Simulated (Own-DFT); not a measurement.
Simulation results for GaP (zincblende, strained, atoms displaced), GaP (zincblende, atoms displaced), Si3N4 (beta silicon nitride, strained, atoms displaced), GaN (wurtzite, strained, atoms displaced)

A calculation, not a measurement: plane-wave PBE density functional theory by an unreviewed code, no spin, of a simulated periodic cell, stress positive in tension, free energy of the whole cell less one offset for each atom, forces on such cells passed a denser k mesh, this cell's mesh not checked; offsets are fitted by least squares, one for each functional and potential file, so energies compare only between cells with the same atoms and settings and are not formation energies; the far tail of each file's local potential was reset to the Coulomb form; each entry is a single point on an unrelaxed cell, so the pressure reflects the starting lattice, mostly measured values (interpolated for alloys), from which strain is counted, and rises with the displacements; printed positions are rounded, which can move forces by about a meV/angstrom; the program, named Own-DFT, is a retired in-house code; no spin-orbit coupling. Program: Own-DFT development build.

Common to all runs: functional PBE.

(1) GaP (zincblende, strained, atoms displaced)

```
cell vectors (Å)
  10.8620     0.0000     0.0000
   0.0000    10.8620     0.0000
   0.0000     0.0000    10.9439
atoms (fractions of the cell vectors)
Ga  0.00297  0.00094  0.00075
Ga  0.99726  0.24430  0.24771
Ga  0.25128  0.99750  0.25395
Ga  0.24633  0.24669  0.00162
P   0.12717  0.12223  0.12594
P   0.12577  0.37689  0.36969
P   0.37402  0.12443  0.37055
P   0.37360  0.37763  0.12150
Ga  0.00048  0.99823  0.49884
Ga  0.00043  0.25285  0.74990
Ga  0.25040  0.99716  0.75299
Ga  0.25149  0.24600  0.49948
P   0.12624  0.12828  0.62455
P   0.12338  0.37504  0.87608
P   0.37643  0.12757  0.87559
P   0.37059  0.37208  0.62151
Ga  0.00307  0.50117  0.99798
Ga  0.00071  0.74813  0.24983
Ga  0.24727  0.50024  0.25209
Ga  0.24898  0.75004  0.00366
P   0.12258  0.63228  0.12141
P   0.12381  0.87557  0.37886
P   0.37934  0.62668  0.37687
P   0.37226  0.87628  0.12513
Ga  0.99542  0.50002  0.49461
Ga  0.99837  0.75168  0.75353
Ga  0.24994  0.49959  0.75271
Ga  0.25283  0.74669  0.50578
P   0.12652  0.62192  0.62863
P   0.12633  0.87335  0.87344
P   0.37461  0.63120  0.87269
P   0.37875  0.87788  0.62370
Ga  0.49831  0.99055  0.00437
Ga  0.50164  0.24991  0.24963
Ga  0.74939  0.00258  0.25197
Ga  0.75414  0.25399  0.00055
P   0.62163  0.12560  0.11964
P   0.62676  0.37334  0.37444
P   0.87090  0.12212  0.37373
P   0.87386  0.37161  0.12606
Ga  0.50024  0.99850  0.49854
Ga  0.49553  0.24837  0.74987
Ga  0.75142  0.99891  0.75349
Ga  0.75403  0.24667  0.49389
P   0.62555  0.12174  0.62245
P   0.62452  0.37767  0.87511
P   0.87225  0.13021  0.86962
P   0.87813  0.37321  0.62791
Ga  0.49695  0.49442  0.99884
Ga  0.50526  0.74996  0.25314
Ga  0.74895  0.49623  0.24941
Ga  0.74774  0.74829  0.99759
P   0.62617  0.62056  0.12784
P   0.62419  0.87100  0.37554
P   0.87689  0.62252  0.37002
P   0.87312  0.87303  0.12157
Ga  0.50591  0.50000  0.49975
Ga  0.50122  0.74960  0.75445
Ga  0.75244  0.49511  0.75347
Ga  0.74526  0.75280  0.49767
P   0.62952  0.62609  0.62296
P   0.62581  0.87621  0.87712
P   0.87913  0.62745  0.87173
P   0.87361  0.88021  0.62943
```

Here we set potential files PseudoDojo norm-conserving, scalar-relativistic, standard set, wave cutoff 42 hartree, occupations Fermi-Dirac, smearing width 0.1 eV, hardware one NVIDIA H100 and k mesh 3 x 3 x 3 centred on Gamma.

It finds free energy of cell above offsets -34.973 eV; pressure 3.16 GPa; stress xx -3.36 GPa; stress yy -3.33 GPa; stress zz -2.78 GPa; stress yz 0.02 GPa; stress xz 0.58 GPa; stress xy -0.56 GPa; wall time 507.4 s.

Force:
| element | x (eV/Å) | y (eV/Å) | z (eV/Å) |
| --- | --- | --- | --- |
| Ga | -0.488 | -0.035 | -0.432 |
| Ga | 0.314 | 0.285 | 0.185 |
| Ga | -0.349 | 0.002 | -0.196 |
| Ga | 0.36 | 0.352 | -0.191 |
| P | -0.184 | -0.112 | 0.237 |
| P | -0.486 | -0.804 | 0.597 |
| P | 0.422 | 0.04 | 0.436 |
| P | -0.365 | -0.514 | 0.65 |
| Ga | -0.177 | 0.488 | 0.486 |
| Ga | 0.282 | -0.3 | -0.078 |
| Ga | 0.207 | 0.506 | -0.417 |
| Ga | -0.327 | 0.321 | -0.49 |
| P | -0.219 | -0.584 | 0.16 |
| P | 0.357 | -0.146 | 0.081 |
| P | -0.251 | -0.785 | 0.425 |
| P | 0.647 | 0.559 | 0.317 |
| Ga | -0.471 | 0.019 | 0.315 |
| Ga | -0.201 | 0.639 | -0.039 |
| Ga | 0.496 | 0.676 | -0.59 |
| Ga | 0.236 | 0.283 | -0.596 |
| P | 0.28 | -1.043 | 0.552 |
| P | 0.333 | -0.639 | -0.242 |
| P | -0.386 | -0.3 | -0.161 |
| P | 0.194 | -0.717 | 0.655 |
| Ga | 0.637 | -0.133 | 0.614 |
| Ga | 0.415 | 0.077 | -0.833 |
| Ga | 0.195 | -0.129 | -0.142 |
| Ga | -0.102 | 0.205 | -0.135 |
| P | -0.629 | 0.22 | -0.388 |
| P | -0.103 | 0.199 | 0.445 |
| P | -0.096 | -0.836 | 0.641 |
| P | -0.27 | -0.388 | 0.468 |
| Ga | 0.027 | 1.04 | -0.564 |
| Ga | -0.251 | 0.137 | -0.39 |
| Ga | -0.467 | -0.531 | -0.806 |
| Ga | -0.66 | -0.406 | -0.355 |
| P | 0.439 | -0.117 | 0.398 |
| P | -0.057 | -0.089 | 0.097 |
| P | 0.957 | -0.066 | 0.038 |
| P | 0.559 | 0.617 | -0.122 |
| Ga | 0.009 | 0.28 | -0.185 |
| Ga | 0.576 | 0.237 | -0.432 |
| Ga | -0.471 | 0.436 | -0.227 |
| Ga | -0.407 | 0.38 | 0.999 |
| P | 0.051 | 0.358 | 0.225 |
| P | -0.11 | -0.605 | -0.105 |
| P | 0.538 | -0.386 | 0.766 |
| P | -0.461 | 0.139 | -0.856 |
| Ga | 0.183 | 1.002 | -0.137 |
| Ga | -0.588 | -0.245 | -0.65 |
| Ga | 0.231 | 0.068 | 0.03 |
| Ga | 0.181 | -0.304 | 0.244 |
| P | -0.309 | 0.223 | -0.598 |
| P | 0.137 | 1.019 | -0.261 |
| P | -0.672 | 0.457 | 0.357 |
| P | 0.115 | 0.319 | 0.428 |
| Ga | -0.459 | -0.135 | 0.231 |
| Ga | 0.316 | 0.31 | -0.833 |
| Ga | 0.023 | 0.629 | -0.456 |
| Ga | 1.11 | -0.31 | 0.317 |
| P | -0.212 | -0.305 | 0.705 |
| P | -0.092 | -0.245 | -0.121 |
| P | -0.684 | -0.55 | 0.567 |
| P | 0.179 | -0.762 | -0.64 |

(2) GaP (zincblende, atoms displaced)

```
cell vectors (Å)
  10.9010     0.0000     0.0000
   0.0000    10.9010     0.0000
   0.0000     0.0000    10.9010
atoms (fractions of the cell vectors)
Ga  0.99694  0.98594  1.00000
Ga  0.01470  0.24416  0.26110
Ga  0.24186  0.01246  0.24121
Ga  0.23806  0.26028  0.00240
P   0.12573  0.12334  0.12358
P   0.14158  0.37607  0.37178
P   0.36267  0.12218  0.38387
P   0.37711  0.35749  0.13378
Ga  0.99930  0.00123  0.49497
Ga  0.01230  0.24529  0.75418
Ga  0.25912  0.00280  0.75199
Ga  0.25192  0.24395  0.49983
P   0.13014  0.12392  0.61937
P   0.12333  0.37963  0.87819
P   0.38485  0.14282  0.88332
P   0.37579  0.37648  0.62293
Ga  0.00772  0.49303  0.00489
Ga  0.00072  0.73784  0.25816
Ga  0.23966  0.50223  0.25039
Ga  0.24942  0.74467  0.00175
P   0.10945  0.63222  0.13513
P   0.11715  0.85709  0.38472
P   0.36273  0.62557  0.37430
P   0.37264  0.88666  0.13398
Ga  0.98770  0.50030  0.50058
Ga  0.01190  0.75011  0.73080
Ga  0.24518  0.50164  0.73768
Ga  0.24067  0.75080  0.50612
P   0.11571  0.61279  0.63920
P   0.13153  0.87810  0.87925
P   0.38058  0.61083  0.87664
P   0.37668  0.87769  0.63346
Ga  0.51049  0.98690  0.99872
Ga  0.50447  0.25422  0.25596
Ga  0.75642  0.00124  0.25822
Ga  0.74375  0.25126  0.00294
P   0.61299  0.14276  0.14873
P   0.61883  0.38244  0.37412
P   0.86683  0.12258  0.39222
P   0.87699  0.37311  0.12595
Ga  0.50638  0.99684  0.49352
Ga  0.50288  0.24995  0.74845
Ga  0.74948  0.00129  0.73418
Ga  0.77296  0.25701  0.51739
P   0.62532  0.11895  0.64425
P   0.60973  0.36722  0.88177
P   0.87085  0.12345  0.87529
P   0.86643  0.37378  0.63068
Ga  0.49528  0.50214  0.98640
Ga  0.50955  0.74108  0.26014
Ga  0.76909  0.51875  0.25999
Ga  0.75566  0.74892  0.99661
P   0.61462  0.62766  0.12070
P   0.62373  0.86325  0.37924
P   0.88221  0.62920  0.37120
P   0.87623  0.86643  0.12445
Ga  0.49805  0.49938  0.50666
Ga  0.50015  0.74174  0.74768
Ga  0.76400  0.50072  0.75046
Ga  0.74106  0.76203  0.50648
P   0.64073  0.63022  0.62005
P   0.63577  0.88820  0.88810
P   0.87908  0.63618  0.87598
P   0.86841  0.86676  0.61954
```

Settings of this run: potential files PseudoDojo norm-conserving, scalar-relativistic, standard set, wave cutoff 42 hartree, occupations Fermi-Dirac, smearing width 0.1 eV and k mesh 3 x 3 x 3 centred on Gamma.

The calculation gives: free energy of cell above offsets -25.877 eV; pressure 4.91 GPa; stress xx -4.78 GPa; stress yy -5.07 GPa; stress zz -4.89 GPa; stress yz -1.21 GPa; stress xz -0.12 GPa; stress xy 1.63 GPa.

Force:
| element | x (eV/Å) | y (eV/Å) | z (eV/Å) |
| --- | --- | --- | --- |
| Ga | -0.086 | 1.202 | -0.018 |
| Ga | -1.323 | 0.264 | -0.379 |
| Ga | 0.856 | -1.549 | 1.775 |
| Ga | 1.425 | -0.858 | 0.247 |
| P | -1.744 | 0.385 | -1.065 |
| P | -2.184 | -0.56 | 1.801 |
| P | 1.885 | -0.661 | -1.224 |
| P | -1.218 | 2.654 | -1.056 |
| Ga | 0.189 | -0.879 | 0.732 |
| Ga | -0.978 | -0.139 | -0.003 |
| Ga | 0.033 | 1.004 | 1.016 |
| Ga | -0.028 | 1.352 | 0.576 |
| P | -0.537 | -0.453 | 0.841 |
| P | 0.572 | 0.099 | -1.128 |
| P | -1.137 | -1.71 | 0.058 |
| P | -0.275 | -0.683 | 0.354 |
| Ga | -1.461 | 1.15 | 0.227 |
| Ga | -0.461 | 2.708 | -0.365 |
| Ga | 1.544 | 0.375 | -1.4 |
| Ga | 0.493 | 0.32 | 0.614 |
| P | 2.457 | -1.755 | -2.247 |
| P | 0.037 | 2.34 | -1.153 |
| P | 0.839 | 0.053 | 0.784 |
| P | 0.664 | -1.61 | -0.512 |
| Ga | 1.085 | -0.87 | -0.099 |
| Ga | -1.649 | 1.798 | 2.729 |
| Ga | 1.593 | -1.393 | 1.978 |
| Ga | 1.176 | -0.769 | 0.925 |
| P | 0.343 | 0.15 | -3.228 |
| P | -0.1 | -0.626 | -1.27 |
| P | -2.563 | 2.378 | -1.843 |
| P | 0.204 | -0.829 | -1.03 |
| Ga | -2.092 | 2.693 | 2.001 |
| Ga | -2.241 | 0.948 | 2.694 |
| Ga | -1.053 | -0.113 | -0.8 |
| Ga | -0.03 | -0.221 | 0.541 |
| P | 3.185 | -3.909 | -3.113 |
| P | 1.818 | 0.242 | 0.971 |
| P | 1.239 | 0.526 | -1.355 |
| P | 0.147 | -0.034 | 0.738 |
| Ga | -0.737 | 0.501 | 0.984 |
| Ga | -0.83 | 0.367 | -0.036 |
| Ga | 1.596 | -1.442 | 2.579 |
| Ga | -4.351 | -2.08 | -2.279 |
| P | -1.031 | 1.573 | -3.497 |
| P | 2.313 | 0.941 | -0.919 |
| P | 0.443 | -0.217 | -0.072 |
| P | 3.708 | 1.426 | 1.716 |
| Ga | 1.007 | -1.929 | 3.2 |
| Ga | -2.008 | 0.243 | -0.812 |
| Ga | -2.939 | -2.621 | -2.442 |
| Ga | -1.249 | 0.012 | 0.645 |
| P | 1.536 | -0.557 | -0.119 |
| P | 0.317 | 1.836 | -0.922 |
| P | -0.801 | 0.844 | 3.318 |
| P | -0.005 | 0.398 | 1.403 |
| Ga | 0.266 | 0.915 | -0.853 |
| Ga | 0.683 | 0.65 | 0.642 |
| Ga | -1.758 | 0.791 | 1.534 |
| Ga | 1.104 | -1.239 | -1.176 |
| P | -1.711 | -1.589 | 1.252 |
| P | 0.959 | -2.065 | -2.586 |
| P | 1.103 | -1.26 | -0.574 |
| P | 1.761 | 1.482 | 0.7 |

(3) Si3N4 (beta silicon nitride, strained, atoms displaced)

```
cell vectors (Å)
   7.6733     0.0057    -0.1226
  -3.8317     6.4619    -0.0387
  -0.1407    -0.1325     8.8586
atoms (fractions of the cell vectors)
Si  0.17162  0.76345  0.09010
Si  0.23481  0.40481  0.07925
Si  0.61353  0.83998  0.08367
Si  0.83063  0.22908  0.25144
Si  0.78633  0.60563  0.25200
Si  0.40666  0.15953  0.24970
N   0.32826  0.02071  0.08730
N   0.94804  0.29628  0.08759
N   0.69846  0.67299  0.09392
N   0.67534  0.96267  0.24681
N   0.03672  0.69622  0.25133
N   0.30499  0.32814  0.25396
N   0.32796  0.65875  0.07040
N   0.66237  0.32893  0.25364
Si  0.15634  0.75599  0.41363
Si  0.23429  0.40183  0.41696
Si  0.60946  0.82084  0.41942
Si  0.81952  0.23337  0.58383
Si  0.76212  0.59330  0.57869
Si  0.40443  0.17683  0.57836
N   0.33126  0.03237  0.42442
N   0.95909  0.28734  0.41738
N   0.69106  0.66750  0.41243
N   0.66254  0.97136  0.57988
N   0.03593  0.69232  0.58133
N   0.31690  0.34564  0.58708
N   0.33352  0.66834  0.40796
N   0.66350  0.32973  0.56797
Si  0.18080  0.77105  0.75822
Si  0.23046  0.39131  0.74578
Si  0.59595  0.82680  0.75093
Si  0.82832  0.22898  0.91302
Si  0.78029  0.59664  0.91767
Si  0.40149  0.17223  0.91616
N   0.34588  0.03314  0.75500
N   0.97168  0.29812  0.74922
N   0.68512  0.67183  0.75572
N   0.66754  0.98017  0.90980
N   0.03346  0.69299  0.90946
N   0.30648  0.33568  0.90906
N   0.32813  0.67824  0.75067
N   0.67162  0.33232  0.90683
```

Settings of this run: potential files PseudoDojo norm-conserving, scalar-relativistic, standard set, wave cutoff 42 hartree, occupations Fermi-Dirac, smearing width 0.1 eV and k mesh 3 x 3 x 3 centred on Gamma.

Results for Si3N4 (beta silicon nitride, strained, atoms displaced): free energy of cell above offsets -2.183 eV; pressure 6.68 GPa; stress xx -5.16 GPa; stress yy -12.45 GPa; stress zz -2.42 GPa; stress yz -6.96 GPa; stress xz -4.06 GPa; stress xy 3.79 GPa.

Force:
| element | x (eV/Å) | y (eV/Å) | z (eV/Å) |
| --- | --- | --- | --- |
| Si | 1.922 | -1.54 | -2.542 |
| Si | -0.796 | -1.119 | 1.351 |
| Si | -2.738 | -2.138 | -2.692 |
| Si | -2.616 | -0.472 | -0.077 |
| Si | -3.057 | -3.012 | -0.265 |
| Si | -0.92 | 2.434 | 2.323 |
| N | -0.377 | 1.184 | -1.831 |
| N | 4.161 | 1.506 | -1.129 |
| N | 2.807 | -0.721 | -2.507 |
| N | -0.29 | 1.244 | 2.72 |
| N | -1.856 | -0.399 | -2.352 |
| N | -0.363 | -0.807 | -1.379 |
| N | 0.468 | 2.339 | 0.814 |
| N | 1.613 | 1.167 | -0.464 |
| Si | 5.124 | 2.175 | 4.095 |
| Si | -1.44 | 0.84 | -0.635 |
| Si | -6.85 | 2.973 | -1.429 |
| Si | 1.281 | 0.038 | -0.775 |
| Si | 1.033 | 0.406 | 1.584 |
| Si | 1.225 | -0.258 | 3.001 |
| N | -0.809 | -2.577 | -3.261 |
| N | 2.401 | 1.297 | 1.633 |
| N | 5.417 | -2.61 | 0.325 |
| N | 0.826 | -1.038 | 1.127 |
| N | -2.917 | -0.308 | 0.581 |
| N | -0.257 | -0.875 | -1.131 |
| N | 0.201 | -0.344 | 0.353 |
| N | -0.777 | 1.275 | 1.129 |
| Si | -1.439 | 0.449 | -2.425 |
| Si | -2.421 | 3.769 | 0.345 |
| Si | -3.894 | 1.024 | -1.442 |
| Si | -0.589 | 2.443 | -0.264 |
| Si | -2.525 | -0.281 | -0.063 |
| Si | 2.08 | 0.78 | 1.046 |
| N | -1.405 | 0.353 | -2.083 |
| N | -0.018 | -0.405 | 0.191 |
| N | 4.635 | -2.164 | -1.077 |
| N | 0.651 | -3.079 | 2.065 |
| N | -0.91 | 0.622 | 2.355 |
| N | 0.049 | -1.178 | 2.488 |
| N | 4.755 | -3.321 | -0.304 |
| N | -1.386 | 0.325 | 0.603 |

(4) GaN (wurtzite, strained, atoms displaced)

```
cell vectors (Å)
  12.7560     0.0000     0.0000
  -4.7835     8.2853     0.0000
   0.0000     0.0000    10.3182
atoms (fractions of the cell vectors)
Ga  0.08028  0.22329  0.00585
Ga  0.16308  0.09984  0.24854
N   0.07721  0.21462  0.19365
N   0.16629  0.11289  0.43811
Ga  0.08843  0.21898  0.50256
Ga  0.17013  0.11444  0.76101
N   0.07814  0.21177  0.68943
N   0.15960  0.10754  0.92725
Ga  0.08185  0.55308  0.99825
Ga  0.16142  0.43485  0.24772
N   0.07461  0.54770  0.19069
N   0.17222  0.44712  0.44016
Ga  0.08160  0.55369  0.50932
Ga  0.15996  0.44003  0.74931
N   0.08058  0.55501  0.68500
N   0.16559  0.43210  0.94366
Ga  0.07624  0.87841  0.00348
Ga  0.16298  0.77773  0.24821
N   0.07845  0.89180  0.18212
N   0.16688  0.78453  0.43718
Ga  0.08858  0.89139  0.50496
Ga  0.17207  0.77466  0.74856
N   0.08616  0.89281  0.68777
N   0.16394  0.77758  0.92364
Ga  0.33909  0.23489  0.01620
Ga  0.40935  0.10342  0.24760
N   0.33049  0.22049  0.18286
N   0.41953  0.10756  0.43960
Ga  0.33655  0.22103  0.50676
Ga  0.41614  0.11021  0.74454
N   0.33769  0.21414  0.69083
N   0.41472  0.11443  0.93833
Ga  0.32773  0.54704  0.99888
Ga  0.41508  0.43645  0.24527
N   0.32691  0.54804  0.18686
N   0.40922  0.43787  0.44239
Ga  0.33142  0.55305  0.50711
Ga  0.41566  0.44060  0.75560
N   0.33311  0.55363  0.69865
N   0.41997  0.44364  0.93699
Ga  0.33560  0.89718  0.99250
Ga  0.42086  0.77848  0.25202
N   0.33263  0.88867  0.19325
N   0.41475  0.77712  0.44454
Ga  0.34080  0.89420  0.49645
Ga  0.41556  0.77858  0.75630
N   0.34166  0.89162  0.68335
N   0.41453  0.77350  0.94447
Ga  0.57990  0.22167  0.00341
Ga  0.66691  0.11835  0.25136
N   0.58942  0.22903  0.19027
N   0.65860  0.11298  0.43953
Ga  0.58829  0.22634  0.50390
Ga  0.67112  0.11718  0.74686
N   0.58180  0.21463  0.68677
N   0.65997  0.10365  0.94083
Ga  0.58803  0.56280  0.99630
Ga  0.66208  0.42915  0.25253
N   0.58937  0.56746  0.18903
N   0.66062  0.45088  0.44317
Ga  0.58268  0.55472  0.50129
Ga  0.66427  0.42855  0.74403
N   0.58340  0.56577  0.68708
N   0.66396  0.44564  0.94732
Ga  0.58806  0.90335  0.00636
Ga  0.67129  0.77624  0.24573
N   0.58044  0.89472  0.18715
N   0.67053  0.78847  0.43887
Ga  0.58047  0.88793  0.49911
Ga  0.66205  0.77762  0.74937
N   0.58555  0.88955  0.68540
N   0.67246  0.78691  0.92968
Ga  0.83472  0.21942  0.00424
Ga  0.92158  0.12310  0.25769
N   0.83095  0.21525  0.18651
N   0.91985  0.12115  0.43644
Ga  0.83227  0.22475  0.51072
Ga  0.92028  0.11449  0.74413
N   0.84035  0.23250  0.69904
N   0.91766  0.11791  0.94278
Ga  0.83295  0.54985  0.99980
Ga  0.91482  0.44595  0.25187
N   0.83825  0.55524  0.18903
N   0.91767  0.45022  0.43701
Ga  0.83074  0.56216  0.49727
Ga  0.92551  0.44806  0.75468
N   0.83325  0.55392  0.68917
N   0.91242  0.44144  0.93496
Ga  0.83137  0.88750  0.00347
Ga  0.91184  0.77828  0.24387
N   0.83121  0.87880  0.18877
N   0.90708  0.77520  0.43690
Ga  0.82327  0.87741  0.49926
Ga  0.91451  0.77138  0.74374
N   0.83680  0.89058  0.69060
N   0.90281  0.77569  0.94479
```

It was run with potential files PseudoDojo norm-conserving, scalar-relativistic, standard set with the stringent files for Ga, wave cutoff 96 hartree, occupations Gaussian, smearing width 0.01 eV and k mesh 3 x 4 x 3 centred on Gamma.

To be estimated
1. GaN (wurtzite, strained, atoms displaced) (entry 4): stress yy?
2. Estimate the stress xx of GaN (wurtzite, strained, atoms displaced) (entry 4).

## Answers
1. -7.26 GPa
2. -6.83 GPa

Further results for GaN (wurtzite, strained, atoms displaced) (entry 4):

```
free energy of cell above offsets : -3.782 eV
pressure                          : 8.43 GPa
stress zz                         : -11.2 GPa
stress yz                         : -0.31 GPa
stress xz                         : 0.52 GPa
stress xy                         : 0.96 GPa
```

Force:
| element | x (eV/Å) | y (eV/Å) | z (eV/Å) |
| --- | --- | --- | --- |
| Ga | 0.491 | -1.822 | -0.397 |
| Ga | -0.685 | 1.472 | 0.79 |
| N | 1.522 | 0.341 | -0.663 |
| N | 1.363 | -0.67 | -0.362 |
| Ga | -1.436 | 0.649 | -0.313 |
| Ga | 0.089 | -0.61 | -4.094 |
| N | 1.386 | 1.82 | -0.343 |
| N | 0.55 | 0.14 | 5.965 |
| Ga | 0.132 | 0.046 | 0.314 |
| Ga | 0.045 | 1.088 | 0.945 |
| N | 1.358 | 1.034 | -0.849 |
| N | -1.359 | -0.448 | 0.142 |
| Ga | 0.356 | 0.354 | -3.37 |
| Ga | 1.197 | -0.468 | 0.336 |
| N | 1.223 | 0.32 | 1.74 |
| N | -1.449 | 1.651 | -1.198 |
| Ga | -0.612 | 0.883 | -2.626 |
| Ga | 0.197 | -0.58 | 0.337 |
| N | 0.998 | -1.092 | 1.119 |
| N | 0.855 | -0.878 | 0.187 |
| Ga | -1.42 | -0.032 | -0.666 |
| Ga | -0.762 | 1.214 | -2.117 |
| N | 0.348 | -0.667 | 0.719 |
| N | 0.317 | -0.428 | 3.316 |
| Ga | -0.465 | -1.325 | -5.839 |
| Ga | 1.012 | 0.947 | 0.899 |
| N | 0.149 | -0.776 | 4.038 |
| N | -0.578 | 1.493 | -0.597 |
| Ga | -0.352 | -0.381 | -1.022 |
| Ga | 0.988 | -0.794 | 1.415 |
| N | -1.971 | 1.437 | -0.097 |
| N | 0.017 | 0.431 | -0.011 |
| Ga | 0.868 | 1.074 | 0.196 |
| Ga | -0.342 | 1.821 | 1.293 |
| N | 0.707 | 0.387 | 0.334 |
| N | 1.048 | 0.557 | -0.722 |
| Ga | 0.335 | 0.378 | -0.133 |
| Ga | 0.444 | 0.128 | -1.139 |
| N | -0.652 | -0.27 | -0.496 |
| N | -0.432 | 0.33 | 1.204 |
| Ga | -0.061 | -1.285 | 0.954 |
| Ga | -0.917 | -1.004 | 0.009 |
| N | -0.27 | -0.707 | -1.253 |
| N | 0.795 | -0.76 | -1.062 |
| Ga | -1.23 | -0.946 | 0.164 |
| Ga | 1.124 | -0.014 | -0.255 |
| N | -0.988 | -0.536 | 0.679 |
| N | -0.12 | 0.471 | -0.211 |
| Ga | 0.412 | 0.202 | -0.676 |
| Ga | 0.885 | -1.013 | 0.287 |
| N | -1.616 | -2.428 | -0.623 |
| N | 2.11 | -0.044 | 0.029 |
| Ga | -1.452 | 0.238 | -0.887 |
| Ga | 0.311 | -1.448 | 1.09 |
| N | -0.072 | 0.234 | 0.369 |
| N | 0.227 | 2.944 | -1.066 |
| Ga | -0.403 | 0.723 | 0.295 |
| Ga | -0.218 | 4 | 0.373 |
| N | -0.34 | -2.897 | -0.383 |
| N | 1.912 | -1.404 | -0.827 |
| Ga | -2.055 | 1.128 | -0.017 |
| Ga | -0.815 | 2.535 | 1.396 |
| N | 0.65 | -2.237 | 0.341 |
| N | 0.83 | -0.931 | -1.605 |
| Ga | 0.171 | -3.11 | -0.923 |
| Ga | -1.409 | 1.379 | 1.216 |
| N | 1.2 | -0.093 | 1.194 |
| N | -1.802 | -1.75 | -1.006 |
| Ga | 0.235 | 0.243 | 0.087 |
| Ga | 1.247 | 0.942 | -0.384 |
| N | -0.861 | 0.685 | 0.48 |
| N | -1.284 | -0.442 | 2.007 |
| Ga | -1.012 | 0.043 | -0.885 |
| Ga | -1.036 | -1.91 | -0.769 |
| N | -0.398 | 0.886 | 0.96 |
| N | -0.249 | -0.72 | 1.956 |
| Ga | 0.208 | 0.166 | -1.464 |
| Ga | -0.678 | -1.5 | 1.658 |
| N | -0.478 | -0.983 | -1.133 |
| N | 0.326 | -0.978 | -0.816 |
| Ga | -1.001 | 0.697 | 0.18 |
| Ga | 0.128 | -0.995 | 0.15 |
| N | -1.408 | -0.362 | -0.011 |
| N | -0.407 | -0.58 | 1.073 |
| Ga | 0.727 | -0.766 | 0.276 |
| Ga | -2.03 | 0.312 | -0.486 |
| N | 0.22 | -0.916 | -0.271 |
| N | 0.897 | 0.102 | 1.075 |
| Ga | -0.886 | 1.39 | -0.438 |
| Ga | 1.09 | -1.021 | 1.295 |
| N | -1 | 2.378 | -0.189 |
| N | 1.612 | 0.88 | -0.429 |
| Ga | 1.529 | 2.444 | 0.935 |
| Ga | -0.128 | 1.193 | 1.282 |
| N | -0.837 | -0.186 | -0.598 |
| N | 3.135 | -0.998 | -1.369 |
